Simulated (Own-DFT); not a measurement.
# What random displacements cost in zincblende GaP, 96 atoms (Ga48P48)

These are calculations, not measurements. The program, named Own-DFT, is a retired in-house plane-wave density functional code that no person has reviewed. Each row is one single-point run on a periodic cell that was not relaxed, without spin or spin-orbit coupling.

Settings of every run: PBE; PseudoDojo norm-conserving scalar-relativistic files; cutoff 42 hartree; 2 x 3 x 3 k mesh centred on Gamma; Fermi-Dirac smearing of 0.1 eV.

Known limits, some of them of some rows only: some atoms lie very close together; forces on such cells moved up to 12 meV/angstrom on a denser k mesh; forces on such cells passed a denser k mesh, each cell not checked; stress not checked against mesh or cutoff.

Cell vectors in Å: (16.352, 0.000, 0.000); (0.000, 10.901, 0.000); (0.000, 0.000, 10.901). In each run every atom was moved at random and independently from its ideal site; u is the rms move along one axis. E is the free energy for each atom above the fitted value at u = 0, and F the rms of the force components.

| run | u (Å) | E (meV/atom) | F (eV/Å) | largest force (eV/Å) | P (GPa) |
|---|---|---|---|---|---|
| 1 | 0.0196 | 7.4 | 0.284 | 0.94 | 2.71 |
| 2 | 0.0197 | 7.1 | 0.276 | 0.91 | 2.71 |
| 3 | 0.0203 | 7.6 | 0.283 | 0.89 | 2.72 |
| 4 | 0.0483 | 43.9 | 0.733 | 2.74 | 3.26 |
| 5 | 0.0485 | 43.3 | 0.713 | 3.20 | 3.24 |
| 6 | 0.0513 | 43.8 | 0.729 | 3.55 | 3.22 |
| 7 | 0.0959 | 167.6 | 1.498 | 5.86 | 5.15 |
| 8 | 0.1014 | ? | ? | ? | ? |
| 9 | 0.1029 | 209.2 | 1.925 | 9.48 | 5.76 |
| 10 | 0.1577 | 523.7 | 4.309 | 42.69 | 9.98 |
| 11 | 0.1942 | 619.8 | 3.284 | 16.10 | 11.34 |

## Worked fit

For small independent moves the energy grows as E = (3/2) K u², with K the mean stiffness felt by one atom. The runs with u up to 0.11 Å give K = 12.3 ± 0.3 eV/Å², with residuals divided by u² + 0.0006 Å², since the noise grows with the moves. The scatter is 2.5 meV/atom at u = 0.05 Å. The forces follow F = G u with G = 15.2 eV/Å²; no force at u = 0 is resolved. G exceeds K because the moves of its neighbours add to the force on an atom, and stiffness differs between atoms. At u = 0.194 Å the parabola gives 697 meV/atom and the run 620. The pressure follows P = 2.57 + 292 u² GPa: at fixed volume, shortened bonds push harder than stretched ones pull.

## Withheld run

Question: what energy and rms force should run 8 give?

The fit gives 190 ± 10 meV/atom and about 1.54 eV/Å. The calculation gave 164.4 meV/atom and 1.566 eV/Å.
